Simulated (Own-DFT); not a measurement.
## Calculated data, TiO2 (rutile, strained, atoms displaced)

A calculation, not a measurement: plane-wave PBE density functional theory by an unreviewed code, no spin, of a simulated periodic cell, stress positive in tension, free energy of the whole cell less one offset for each atom, oxygen file: force components 24 meV/angstrom off all-electron in one glass; forces on such cells passed a denser k mesh, this cell's mesh not checked; offsets are fitted by least squares, one for each functional and potential file, so energies compare only between cells with the same atoms and settings and are not formation energies; the far tail of each file's local potential was reset to the Coulomb form; each entry is a single point on an unrelaxed cell, so the pressure reflects the starting lattice, mostly measured values (interpolated for alloys), from which strain is counted, and rises with the displacements; printed positions are rounded, which can move forces by about a meV/angstrom; the program, named Own-DFT, is a retired in-house code; no spin-orbit coupling; before rounding, a Quantum ESPRESSO 7.3.1 run of the same cell and cutoff gave forces within 1 meV/angstrom rms on each cell, which checks the program and not the settings. Program: Own-DFT development build.

Common to all runs: functional PBE; potential files PseudoDojo norm-conserving, scalar-relativistic, standard set; wave cutoff 72 hartree; occupations Fermi-Dirac; smearing width 0.1 eV; k mesh 3 x 3 x 3 centred on Gamma.

```yaml
- entry: 1
  formula: TiO2
  kind: "rutile, strained, atoms displaced"
  structure:
    cell_angstrom:
      - [9.111, -0.1202, -0.0133]
      - [-0.1202, 9.196, -0.1391]
      - [-0.0128, -0.1344, 8.9024]
    atoms_fractional:
      - [Ti, 0.99435, 0.98884, 0.00414]
      - [Ti, 0.25217, 0.25774, 0.16989]
      - [O, 0.14858, 0.15804, 0.00483]
      - [O, 0.34838, 0.34981, 0.99818]
      - [O, 0.40333, 0.1035, 0.17113]
      - [O, 0.09514, 0.40515, 0.16416]
      - [Ti, 0.00354, 0.99707, 0.326]
      - [Ti, 0.24732, 0.26257, 0.49609]
      - [O, 0.15145, 0.15906, 0.34607]
      - [O, 0.33736, 0.34807, 0.33952]
      - [O, 0.39955, 0.10394, 0.49048]
      - [O, 0.09376, 0.40608, 0.49445]
      - [Ti, 0.01048, 0.00337, 0.66251]
      - [Ti, 0.25866, 0.25826, 0.82874]
      - [O, 0.14773, 0.14647, 0.67215]
      - [O, 0.34766, 0.35493, 0.66807]
      - [O, 0.40162, 0.10101, 0.83309]
      - [O, 0.09888, 0.4066, 0.83755]
      - [Ti, 0.99873, 0.5009, 0.00303]
      - [Ti, 0.24533, 0.75104, 0.1666]
      - [O, 0.15678, 0.66068, 0.9915]
      - [O, 0.34952, 0.85579, 0.99237]
      - [O, 0.40313, 0.6035, 0.15896]
      - [O, 0.09919, 0.9022, 0.17813]
      - [Ti, 0.99256, 0.50282, 0.33338]
      - [Ti, 0.24663, 0.75031, 0.49163]
      - [O, 0.15186, 0.65724, 0.34149]
      - [O, 0.35239, 0.85365, 0.33922]
      - [O, 0.39623, 0.59713, 0.50754]
      - [O, 0.09915, 0.89677, 0.50825]
      - [Ti, 0.99292, 0.50797, 0.66994]
      - [Ti, 0.25177, 0.74966, 0.81924]
      - [O, 0.14914, 0.65294, 0.67109]
      - [O, 0.33729, 0.85056, 0.66618]
      - [O, 0.40284, 0.59673, 0.82957]
      - [O, 0.09334, 0.90319, 0.8311]
      - [Ti, 0.5041, 0.00217, 0.99948]
      - [Ti, 0.74551, 0.24249, 0.17052]
      - [O, 0.65443, 0.14892, 0.00227]
      - [O, 0.85211, 0.34601, 0.99829]
      - [O, 0.90464, 0.09184, 0.16889]
      - [O, 0.59738, 0.39911, 0.16578]
      - [Ti, 0.50576, 0.00524, 0.33994]
      - [Ti, 0.75504, 0.25191, 0.50846]
      - [O, 0.65158, 0.15403, 0.33514]
      - [O, 0.8472, 0.34539, 0.33988]
      - [O, 0.90577, 0.09805, 0.5008]
      - [O, 0.59902, 0.40602, 0.4989]
      - [Ti, 0.50474, 0.99782, 0.65672]
      - [Ti, 0.74607, 0.24503, 0.83876]
      - [O, 0.65347, 0.14773, 0.6554]
      - [O, 0.85482, 0.35233, 0.67165]
      - [O, 0.90537, 0.09712, 0.84139]
      - [O, 0.5949, 0.40576, 0.83425]
      - [Ti, 0.49704, 0.50259, 0.00132]
      - [Ti, 0.7522, 0.74741, 0.16275]
      - [O, 0.65422, 0.65486, 0.9981]
      - [O, 0.85119, 0.84736, 0.99366]
      - [O, 0.90211, 0.608, 0.17394]
      - [O, 0.60532, 0.90749, 0.1732]
      - [Ti, 0.5109, 0.50493, 0.3357]
      - [Ti, 0.74607, 0.74675, 0.50815]
      - [O, 0.65616, 0.66692, 0.33495]
      - [O, 0.84017, 0.85197, 0.33592]
      - [O, 0.89474, 0.59425, 0.49779]
      - [O, 0.59152, 0.89971, 0.50912]
      - [Ti, 0.50687, 0.50442, 0.66579]
      - [Ti, 0.74673, 0.74677, 0.83071]
      - [O, 0.64224, 0.65641, 0.66632]
      - [O, 0.83829, 0.83963, 0.67195]
      - [O, 0.90297, 0.59438, 0.83471]
      - [O, 0.58956, 0.90063, 0.82877]
  results:
    "free_energy_of_cell_above_offsets [eV]": "-16.107"
    "pressure [GPa]": 7.95
    "stress_xx [GPa]": -8.83
    "stress_yy [GPa]": -7.83
    "stress_zz [GPa]": -7.2
    "stress_yz [GPa]": -4.68
    "stress_xz [GPa]": -0.15
    "stress_xy [GPa]": -6.79
    force_element: [Ti, Ti, O, O, O, O, Ti, Ti, O, O, O, O, Ti, Ti, O, O, O, O, Ti, Ti, O, O, O, O, Ti, Ti, O, O, O, O, Ti, Ti, O, O, O, O, Ti, Ti, O, O, O, O, Ti, Ti, O, O, O, O, Ti, Ti, O, O, O, O, Ti, Ti, O, O, O, O, Ti, Ti, O, O, O, O, Ti, Ti, O, O, O, O]
    "force_x [eV/angstrom]": [1.949, -0.739, 0.355, 0.318, 0.164, -0.151, -1.195, -0.453, -0.843, 2.113, 0.575, -0.039, -0.717, -0.812, 1.187, -0.177, 0.384, -0.196, 1.164, 1.232, -0.852, -0.235, 0.0, 0.644, 0.514, 1.269, -0.829, -0.754, 0.885, -0.428, 1.351, 0.401, -0.6, 1.224, 0.059, 0.188, -2.187, 0.767, 0.562, -0.854, -0.737, -0.09, -1.285, 1.236, 0.751, 0.043, -0.667, 0.172, -2.241, 1.243, 0.386, -1.382, -1.279, 0.947, -0.365, -0.37, -0.324, -0.993, 0.312, -0.219, -0.695, 1.3, -2.013, 0.914, -0.296, 0.833, -1.863, -0.004, 0.661, 0.909, -1.031, 0.902]
    "force_y [eV/angstrom]": [2.182, -1.951, -0.159, 0.382, -0.038, 0.655, 0.868, -0.538, -1.067, 2.058, -0.311, 0.395, -0.065, -1.4, 1.501, -0.477, 0.343, 0.304, -0.577, 0.156, -0.547, -0.355, -0.179, -0.779, -1.011, 0.921, -0.944, -1.015, -0.328, 0.121, -0.615, 0.871, -0.585, 0.767, 0.209, -0.352, -1.153, 0.451, 0.752, -0.128, 0.634, 0.436, -0.213, -0.575, 0.584, 0.253, 0.335, 0.075, 0.669, -0.02, 0.812, -1.145, 0.42, -0.837, 0.091, 1.538, -0.427, -0.937, -0.592, -0.111, 0.153, 1.115, -2.305, 0.279, 0.561, -0.629, -0.874, 0.793, 0.069, 0.784, 0.881, -0.177]
    "force_z [eV/angstrom]": [-2.422, -1.906, 0.328, 0.822, -0.032, 0.372, 2.274, 1.065, -1.41, -0.388, 1.046, 0.332, 0.997, 0.697, -0.249, 0.037, 0.122, -0.131, -0.863, -1.576, 1.517, 1.346, 1.19, -1.171, 0.462, 1.529, -2.091, -0.53, -1.032, -0.994, -0.084, 1.653, -1.2, -0.314, 0.539, 0.357, 0.166, 0.615, -0.357, 0.349, 0.368, 0.586, -1.639, -0.452, -0.037, -0.933, 0.123, -0.778, 2.324, -0.159, 0.961, 0.058, -0.134, -0.222, -0.827, 0.873, 0.118, 0.529, -0.43, -0.861, 0.184, -1.106, -0.659, 0.443, 0.433, -1.263, 0.766, 0.441, -0.058, -0.074, 0.342, 0.017]
- entry: 2
  formula: TiO2
  kind: "rutile, strained, atoms displaced"
  structure:
    cell_angstrom:
      - [9.1024, -0.069, -0.0114]
      - [-0.069, 9.2362, 0.1159]
      - [-0.011, 0.112, 8.7114]
    atoms_fractional:
      - [Ti, 0.00188, 0.99354, 0.00172]
      - [Ti, 0.25092, 0.25379, 0.16425]
      - [O, 0.15532, 0.15736, 0.00237]
      - [O, 0.36115, 0.3556, 0.99858]
      - [O, 0.40569, 0.09928, 0.16561]
      - [O, 0.10437, 0.3885, 0.16159]
      - [Ti, 0.00379, 0.00331, 0.33936]
      - [Ti, 0.24402, 0.24018, 0.50001]
      - [O, 0.15195, 0.15439, 0.32557]
      - [O, 0.34986, 0.35091, 0.34199]
      - [O, 0.40943, 0.09948, 0.48582]
      - [O, 0.09613, 0.40459, 0.49045]
      - [Ti, 0.00076, 0.994, 0.65614]
      - [Ti, 0.2405, 0.24396, 0.83321]
      - [O, 0.15105, 0.15513, 0.66164]
      - [O, 0.35554, 0.34143, 0.6583]
      - [O, 0.40428, 0.09142, 0.83203]
      - [O, 0.08977, 0.40897, 0.83002]
      - [Ti, 0.0045, 0.50312, 0.99904]
      - [Ti, 0.2386, 0.7402, 0.17263]
      - [O, 0.15884, 0.64526, 0.99045]
      - [O, 0.3484, 0.8484, 0.99632]
      - [O, 0.40515, 0.59999, 0.17405]
      - [O, 0.11214, 0.89575, 0.16935]
      - [Ti, 0.99803, 0.50067, 0.33288]
      - [Ti, 0.2537, 0.75216, 0.51219]
      - [O, 0.14952, 0.65231, 0.32854]
      - [O, 0.355, 0.8376, 0.33277]
      - [O, 0.41129, 0.60062, 0.51314]
      - [O, 0.10144, 0.90656, 0.4981]
      - [Ti, 0.00121, 0.49062, 0.65763]
      - [Ti, 0.26186, 0.75602, 0.83779]
      - [O, 0.15119, 0.65789, 0.66665]
      - [O, 0.35834, 0.84714, 0.67276]
      - [O, 0.41015, 0.59639, 0.83851]
      - [O, 0.09722, 0.89967, 0.81978]
      - [Ti, 0.50752, 0.99713, 0.99581]
      - [Ti, 0.74061, 0.25494, 0.16066]
      - [O, 0.65279, 0.14581, 0.99128]
      - [O, 0.85372, 0.3465, 0.99391]
      - [O, 0.89401, 0.10318, 0.16307]
      - [O, 0.59525, 0.40654, 0.16507]
      - [Ti, 0.50174, 0.00188, 0.33861]
      - [Ti, 0.76107, 0.24873, 0.50253]
      - [O, 0.65967, 0.15509, 0.34859]
      - [O, 0.84593, 0.33795, 0.3378]
      - [O, 0.8983, 0.09911, 0.51074]
      - [O, 0.60698, 0.40528, 0.49763]
      - [Ti, 0.49708, 0.00749, 0.6704]
      - [Ti, 0.75894, 0.25602, 0.84085]
      - [O, 0.65401, 0.1461, 0.67612]
      - [O, 0.84267, 0.3496, 0.65961]
      - [O, 0.89566, 0.10363, 0.83004]
      - [O, 0.58691, 0.38357, 0.8392]
      - [Ti, 0.49394, 0.50603, 0.99196]
      - [Ti, 0.7499, 0.75133, 0.16883]
      - [O, 0.66464, 0.65001, 0.99379]
      - [O, 0.84914, 0.84622, 0.99465]
      - [O, 0.90597, 0.61173, 0.16172]
      - [O, 0.59387, 0.9054, 0.16349]
      - [Ti, 0.49745, 0.50098, 0.3273]
      - [Ti, 0.75922, 0.75393, 0.50125]
      - [O, 0.65337, 0.65775, 0.33944]
      - [O, 0.83659, 0.85273, 0.33613]
      - [O, 0.90207, 0.60139, 0.49157]
      - [O, 0.59365, 0.90481, 0.49276]
      - [Ti, 0.48817, 0.50187, 0.66624]
      - [Ti, 0.75651, 0.75494, 0.83399]
      - [O, 0.64811, 0.64273, 0.6616]
      - [O, 0.84803, 0.84527, 0.66838]
      - [O, 0.89876, 0.607, 0.82131]
      - [O, 0.5927, 0.90284, 0.83843]
  results:
    "free_energy_of_cell_above_offsets [eV]": "-13.173"
    "pressure [GPa]": 14.03
    "stress_xx [GPa]": -11.9
    "stress_yy [GPa]": -10.69
    "stress_zz [GPa]": -19.49
    "stress_yz [GPa]": 4.4
    "stress_xz [GPa]": -0.73
    "stress_xy [GPa]": -3.09
    force_element: [Ti, Ti, O, O, O, O, Ti, Ti, O, O, O, O, Ti, Ti, O, O, O, O, Ti, Ti, O, O, O, O, Ti, Ti, O, O, O, O, Ti, Ti, O, O, O, O, Ti, Ti, O, O, O, O, Ti, Ti, O, O, O, O, Ti, Ti, O, O, O, O, Ti, Ti, O, O, O, O, Ti, Ti, O, O, O, O, Ti, Ti, O, O, O, O]
    "force_x [eV/angstrom]": [-1.144, 2.999, -0.675, -2.806, -0.801, -1.855, -1.28, 2.707, -0.936, -0.702, -2.216, 0.472, -1.027, 2.074, -0.765, -1.891, -2.239, 1.415, -0.787, 2.741, -0.444, -0.465, -0.823, -2.385, -1.113, 1.66, -0.666, -0.987, -2.384, 0.291, -1.068, -0.475, -0.119, -0.925, -2.023, 0.229, -0.538, -0.898, 0.753, 0.375, 1.783, 1.186, 0.409, -3.727, -0.882, 2.004, 1.692, -0.802, 2.427, -2.254, -0.317, 1.814, 2.171, 0.633, 2.625, -1.87, -0.876, 1.388, 0.898, 1.37, 1.582, -2.944, -0.019, 2.3, 0.818, 1.075, 3.59, -1.778, 1.171, 0.972, 1.264, 1.017]
    "force_y [eV/angstrom]": [0.642, -0.077, -0.945, -1.952, 0.719, 2.37, 0.614, 1.5, -1.013, -0.341, 0.999, -0.504, 0.128, 0.905, -0.682, -0.932, 1.743, -1.367, 0.719, 0.797, -0.261, -0.389, 0.629, 2.043, -0.113, -0.367, -1.018, -0.105, 1.373, -0.297, 1.474, 0.165, -0.699, -0.475, 2.061, 0.433, 0.244, -0.708, 1.098, 1.02, -1.683, -0.811, -0.464, 0.469, -0.739, 2.105, -1.333, 0.133, 0.836, -0.608, -0.11, 1.471, -1.619, 1.339, -1.238, -0.363, -0.176, 1.553, -1.478, -1.146, -0.936, -1.292, -0.233, 1.6, -0.662, -0.869, -1.879, -1.834, 1.504, 1.364, -1.396, -0.939]
    "force_z [eV/angstrom]": [-0.729, 0.312, -0.692, -0.266, -0.288, 0.05, -2.249, -1.31, 0.92, -0.526, 1.895, 0.577, 3.158, -0.242, 1.352, 0.502, -0.247, 0.046, -0.571, -0.567, 0.674, 0.128, -1.342, -0.101, -0.58, -1.307, 1.88, 0.147, -2.217, -0.33, 0.982, 0.634, -0.285, -1.223, -1.719, 1.494, 1.927, 1.767, 1.312, 1.721, -0.012, 0.517, -1.967, 0.201, -2.233, -2.081, -1.547, 0.127, -0.955, -2.301, -0.604, 1.382, 0.416, 0.087, 1.544, 0.139, 1.013, 0.782, 0.062, 0.204, 1.997, 0.773, -0.925, -1.011, -0.175, 1.544, -0.206, -0.408, 0.471, -0.978, 0.568, -1.112]
- entry: 3
  formula: TiO2
  kind: "rutile, strained, atoms displaced"
  structure:
    cell_angstrom:
      - [9.0606, 0.156, -0.0942]
      - [0.156, 9.0421, -0.1631]
      - [-0.091, -0.1576, 8.8906]
    atoms_fractional:
      - [Ti, 0.99236, 0.00465, 0.00735]
      - [Ti, 0.24975, 0.24709, 0.16476]
      - [O, 0.15472, 0.15614, 0.99808]
      - [O, 0.34195, 0.3437, 0.00065]
      - [O, 0.39286, 0.10626, 0.15645]
      - [O, 0.09349, 0.40192, 0.16905]
      - [Ti, 0.99839, 0.99104, 0.3421]
      - [Ti, 0.25089, 0.25427, 0.50544]
      - [O, 0.15028, 0.1512, 0.34513]
      - [O, 0.34988, 0.35246, 0.33182]
      - [O, 0.4066, 0.09352, 0.50616]
      - [O, 0.0972, 0.39841, 0.49681]
      - [Ti, 0.99971, 0.99778, 0.67586]
      - [Ti, 0.25358, 0.25307, 0.83668]
      - [O, 0.15229, 0.16273, 0.66423]
      - [O, 0.35388, 0.35286, 0.66417]
      - [O, 0.40895, 0.09821, 0.83423]
      - [O, 0.09263, 0.38999, 0.83283]
      - [Ti, 0.99404, 0.49486, 0.99579]
      - [Ti, 0.2483, 0.74134, 0.17378]
      - [O, 0.15697, 0.64988, 0.99893]
      - [O, 0.34637, 0.83747, 0.00593]
      - [O, 0.40085, 0.59681, 0.16986]
      - [O, 0.10418, 0.90013, 0.16192]
      - [Ti, 0.99571, 0.49834, 0.3295]
      - [Ti, 0.25663, 0.75057, 0.50241]
      - [O, 0.15902, 0.65085, 0.33151]
      - [O, 0.34409, 0.83412, 0.32619]
      - [O, 0.4025, 0.58693, 0.50184]
      - [O, 0.09876, 0.90515, 0.49215]
      - [Ti, 0.00066, 0.49885, 0.66814]
      - [Ti, 0.25525, 0.75568, 0.83043]
      - [O, 0.1514, 0.65174, 0.66406]
      - [O, 0.35871, 0.84064, 0.66848]
      - [O, 0.40777, 0.59961, 0.84032]
      - [O, 0.09316, 0.90043, 0.83314]
      - [Ti, 0.50822, 0.99318, 0.99564]
      - [Ti, 0.74841, 0.24908, 0.16571]
      - [O, 0.64765, 0.15717, 0.99772]
      - [O, 0.84082, 0.34348, 0.00469]
      - [O, 0.89241, 0.08971, 0.17097]
      - [O, 0.59725, 0.40476, 0.15712]
      - [Ti, 0.50808, 0.00754, 0.33322]
      - [Ti, 0.75293, 0.2436, 0.49479]
      - [O, 0.6407, 0.14823, 0.32547]
      - [O, 0.84188, 0.34294, 0.32252]
      - [O, 0.90181, 0.09279, 0.4977]
      - [O, 0.6001, 0.40317, 0.49768]
      - [Ti, 0.50085, 0.00155, 0.67336]
      - [Ti, 0.74377, 0.24629, 0.82945]
      - [O, 0.65751, 0.14605, 0.66537]
      - [O, 0.8475, 0.34526, 0.67033]
      - [O, 0.89861, 0.09715, 0.83052]
      - [O, 0.59881, 0.40667, 0.83125]
      - [Ti, 0.49902, 0.50026, 0.99012]
      - [Ti, 0.75299, 0.7567, 0.17025]
      - [O, 0.64792, 0.65381, 0.9987]
      - [O, 0.84841, 0.84616, 0.00373]
      - [O, 0.90502, 0.58424, 0.16537]
      - [O, 0.59707, 0.89622, 0.17599]
      - [Ti, 0.50547, 0.49722, 0.34104]
      - [Ti, 0.75172, 0.75133, 0.49033]
      - [O, 0.65184, 0.64725, 0.33596]
      - [O, 0.85103, 0.84923, 0.33035]
      - [O, 0.9045, 0.58903, 0.49426]
      - [O, 0.59741, 0.90923, 0.50067]
      - [Ti, 0.49907, 0.50374, 0.66957]
      - [Ti, 0.74288, 0.74588, 0.8261]
      - [O, 0.65187, 0.6525, 0.66399]
      - [O, 0.84706, 0.85012, 0.67391]
      - [O, 0.89775, 0.59573, 0.82916]
      - [O, 0.59841, 0.89589, 0.8335]
  results:
    "free_energy_of_cell_above_offsets [eV]": "-14.353"
    "pressure [GPa]": 14.2
    "stress_xx [GPa]": -14.87
    "stress_yy [GPa]": -15.44
    "stress_zz [GPa]": -12.28
    "stress_yz [GPa]": -5.28
    "stress_xz [GPa]": -3.31
    "stress_xy [GPa]": 8.09
    force_element: [Ti, Ti, O, O, O, O, Ti, Ti, O, O, O, O, Ti, Ti, O, O, O, O, Ti, Ti, O, O, O, O, Ti, Ti, O, O, O, O, Ti, Ti, O, O, O, O, Ti, Ti, O, O, O, O, Ti, Ti, O, O, O, O, Ti, Ti, O, O, O, O, Ti, Ti, O, O, O, O, Ti, Ti, O, O, O, O, Ti, Ti, O, O, O, O]
    "force_x [eV/angstrom]": [1.024, -0.731, -1.283, 1.02, 2.368, 0.442, 2.3, -0.261, -0.015, -0.002, -0.495, -0.36, 0.462, -0.519, -0.447, 0.134, -0.248, -0.38, 1.104, -0.209, -1.342, 1.438, 0.983, -1.6, 1.537, -0.337, -1.696, 1.769, -0.704, 0.832, 0.514, -0.906, 0.037, -0.207, -0.965, 0.505, -1.395, -0.694, -0.732, 0.829, 0.33, 0.232, -2.522, 0.282, 1.155, 0.441, -0.977, 1.042, -0.289, 0.506, -0.408, -0.395, 0.264, 0.547, 0.074, -0.169, 0.632, -0.204, -1.777, -0.224, -1.291, -0.257, 1.039, -0.691, -1.307, 1.262, -0.183, 1.222, -0.058, -0.014, 0.383, -0.415]
    "force_y [eV/angstrom]": [-0.624, 0.859, -1.056, 1.293, -2.521, -0.581, 1.685, -0.52, -0.216, -0.466, 0.282, 0.501, 0.162, -0.302, -1.45, 0.05, -0.241, 1.097, 0.311, -0.795, -1.113, 1.751, -0.888, 1.436, -0.457, -0.41, -1.107, 2.13, 1.416, -1.115, -0.258, -0.435, -0.086, 0.337, 0.6, 0.136, 0.336, 0.959, -1.567, 0.279, 0.03, -0.504, -0.548, 1.05, 1.074, 0.192, 0.718, -1.083, 0.364, 0.707, 0.041, -0.275, 0.011, -0.863, 0.137, -1.622, 0.296, -0.026, 2.205, 0.43, -0.744, -0.234, 1.167, -1.03, 1.512, -1.441, -0.49, -0.733, 0.039, -0.246, -0.269, 0.724]
    "force_z [eV/angstrom]": [0.72, 1.578, -0.798, -0.032, 0.356, -0.781, -1.999, -1.521, -1.035, 0.343, -0.055, 0.418, -0.338, -0.143, 0.128, 1.101, 0.454, -0.289, 0.629, -1.542, -1.4, -1.199, -0.444, -0.112, -0.072, -1.748, 1.24, 2.629, 0.324, 1.784, -0.703, 2.172, -0.059, 0.145, -1.682, -0.084, 1.557, -1.34, -0.672, -0.536, -0.246, 0.761, 0.768, 0.934, 0.57, 1.991, 0.528, 0.92, -1.969, 0.494, -0.574, -0.766, 0.449, -0.47, 3.88, -2.808, 0.136, 0.273, -0.03, -0.982, -2.827, 1.415, -0.002, 0.936, 1.095, -0.569, -0.684, 1.123, -0.904, -0.85, 0.322, 0.091]
- entry: 4
  formula: TiO2
  kind: "rutile, strained, atoms displaced"
  structure:
    cell_angstrom:
      - [9.1077, 0.0834, 0.1507]
      - [0.0834, 9.0099, -0.1139]
      - [0.1456, -0.11, 8.982]
    atoms_fractional:
      - [Ti, 0.99604, 0.99606, 0.00687]
      - [Ti, 0.24726, 0.24708, 0.16427]
      - [O, 0.15582, 0.14627, 0.00217]
      - [O, 0.34239, 0.34794, 0.00388]
      - [O, 0.40469, 0.10133, 0.16356]
      - [O, 0.11216, 0.39701, 0.1681]
      - [Ti, 0.00176, 0.99419, 0.33067]
      - [Ti, 0.24967, 0.25339, 0.49236]
      - [O, 0.1494, 0.15122, 0.33197]
      - [O, 0.34878, 0.34096, 0.33042]
      - [O, 0.40625, 0.09715, 0.5019]
      - [O, 0.09416, 0.39852, 0.49552]
      - [Ti, 0.00164, 0.00206, 0.67261]
      - [Ti, 0.24725, 0.24462, 0.8339]
      - [O, 0.16487, 0.14957, 0.66329]
      - [O, 0.34138, 0.34971, 0.66102]
      - [O, 0.3956, 0.09949, 0.83676]
      - [O, 0.09787, 0.40984, 0.8325]
      - [Ti, 0.00094, 0.49537, 0.99276]
      - [Ti, 0.25639, 0.75059, 0.16761]
      - [O, 0.14664, 0.6483, 0.00141]
      - [O, 0.34306, 0.84113, 0.00241]
      - [O, 0.41161, 0.58717, 0.156]
      - [O, 0.10224, 0.91019, 0.17114]
      - [Ti, 0.98621, 0.50763, 0.32496]
      - [Ti, 0.23966, 0.74657, 0.5055]
      - [O, 0.15635, 0.65418, 0.34222]
      - [O, 0.35686, 0.84974, 0.33093]
      - [O, 0.40169, 0.60521, 0.49328]
      - [O, 0.09415, 0.90487, 0.49523]
      - [Ti, 0.00212, 0.49528, 0.67302]
      - [Ti, 0.25074, 0.75188, 0.84137]
      - [O, 0.15778, 0.65212, 0.66387]
      - [O, 0.3518, 0.84964, 0.66429]
      - [O, 0.40253, 0.59559, 0.83909]
      - [O, 0.08756, 0.90198, 0.83409]
      - [Ti, 0.50226, 0.99115, 0.9875]
      - [Ti, 0.75217, 0.25362, 0.16864]
      - [O, 0.64631, 0.15591, 0.00091]
      - [O, 0.84088, 0.35454, 0.99883]
      - [O, 0.89961, 0.09454, 0.15768]
      - [O, 0.59659, 0.40333, 0.17237]
      - [Ti, 0.49681, 1.0e-05, 0.32839]
      - [Ti, 0.75413, 0.25283, 0.50852]
      - [O, 0.65255, 0.15453, 0.33636]
      - [O, 0.83867, 0.35099, 0.33223]
      - [O, 0.89763, 0.09065, 0.49929]
      - [O, 0.5901, 0.40071, 0.49408]
      - [Ti, 0.50162, 0.00527, 0.67206]
      - [Ti, 0.75086, 0.25295, 0.83645]
      - [O, 0.66524, 0.15855, 0.67354]
      - [O, 0.84537, 0.34523, 0.67349]
      - [O, 0.89697, 0.09646, 0.83174]
      - [O, 0.59298, 0.40277, 0.83067]
      - [Ti, 0.50517, 0.50668, 0.0009]
      - [Ti, 0.74838, 0.75405, 0.1756]
      - [O, 0.64801, 0.65275, 0.00053]
      - [O, 0.84698, 0.85102, 0.00602]
      - [O, 0.90259, 0.58868, 0.1778]
      - [O, 0.59557, 0.90211, 0.16781]
      - [Ti, 0.49716, 0.4932, 0.32676]
      - [Ti, 0.75366, 0.76081, 0.50602]
      - [O, 0.65516, 0.65199, 0.33516]
      - [O, 0.85243, 0.84955, 0.33425]
      - [O, 0.891, 0.60129, 0.49868]
      - [O, 0.59301, 0.89903, 0.49994]
      - [Ti, 0.50572, 0.49299, 0.65661]
      - [Ti, 0.74228, 0.75936, 0.83323]
      - [O, 0.64056, 0.64821, 0.6704]
      - [O, 0.85259, 0.84853, 0.66868]
      - [O, 0.91983, 0.60298, 0.83032]
      - [O, 0.60179, 0.9004, 0.83924]
  results:
    "free_energy_of_cell_above_offsets [eV]": "-14.470"
    "pressure [GPa]": 10.87
    "stress_xx [GPa]": -11.84
    "stress_yy [GPa]": -12.96
    "stress_zz [GPa]": -7.8
    "stress_yz [GPa]": -4.32
    "stress_xz [GPa]": 5.32
    "stress_xy [GPa]": 5.19
    force_element: [Ti, Ti, O, O, O, O, Ti, Ti, O, O, O, O, Ti, Ti, O, O, O, O, Ti, Ti, O, O, O, O, Ti, Ti, O, O, O, O, Ti, Ti, O, O, O, O, Ti, Ti, O, O, O, O, Ti, Ti, O, O, O, O, Ti, Ti, O, O, O, O, Ti, Ti, O, O, O, O, Ti, Ti, O, O, O, O, Ti, Ti, O, O, O, O]
    "force_x [eV/angstrom]": [0.64, 0.847, -0.812, 0.369, 0.635, -2.721, 0.378, -0.329, -0.254, 0.622, 0.304, -0.367, 0.71, 0.41, -1.619, 0.46, 1.643, 0.719, 0.15, -0.382, 0.527, 0.981, -2.836, 0.768, 2.051, 1.47, -0.584, -1.204, 0.392, 0.274, 0.363, 0.24, -0.731, 0.083, -0.934, 1.165, -1.086, -1.091, -0.092, 0.831, -0.583, 1.138, -0.298, 0.136, 0.304, 0.863, -0.341, 1.011, -1.292, -1.033, -2.16, 1.224, 0.412, 0.649, -0.205, -0.872, 1.575, -0.45, -1.11, 0.793, -0.672, -0.819, 0.092, -0.801, 0.901, 0.65, -1.812, 2.045, 1.875, -0.97, -1.919, -0.324]
    "force_y [eV/angstrom]": [0.224, -0.387, -0.214, -0.114, -1.211, 2.011, 1.597, 0.209, -0.387, 0.76, 0.06, 0.344, 0.62, 1.127, -0.849, 0.277, -1.349, -1.644, 0.562, -0.598, 0.774, 1.095, 2.668, -1.498, -1.491, 0.046, -0.286, -0.824, -0.665, -0.175, 0.147, -1.264, -0.474, 0.51, 0.917, -0.741, 3.128, -0.809, -0.695, 0.362, 0.975, -0.897, 1.304, -1.068, -0.106, 0.155, 1.065, -0.76, -0.11, 0.067, -1.762, 1.424, 0.215, -0.712, -1.929, -0.405, 0.934, -0.894, 1.609, -0.657, 0.858, -0.822, 0.394, -0.578, -0.66, 0.27, 0.54, -2.826, 1.663, -0.499, 0.904, 0.542]
    "force_z [eV/angstrom]": [-0.984, -0.335, -0.936, -1.109, -0.082, -0.131, 1.7, 0.418, 0.334, 0.22, 0.982, 0.498, -0.767, 0.193, 0.661, 0.61, 0.151, -0.372, 1.176, 1.885, 0.504, -0.133, 2.585, -1.329, 2.609, -0.154, -1.642, -0.811, 0.351, 0.166, -2.388, -1.761, 0.807, 1.241, -0.138, -0.497, 4.693, 0.798, -0.183, 0.326, 1.262, -1.232, 0.458, -1.544, -0.229, 0.161, 0.532, -0.268, -3.699, 0.931, -0.574, -0.582, 0.604, -0.658, -2.61, 0.311, -0.271, -0.542, -2.456, -1.276, 1.437, -0.589, -0.488, -0.384, 0.468, 0.599, 1.341, 0.31, 0.432, 0.449, 0.888, -1.936]
```
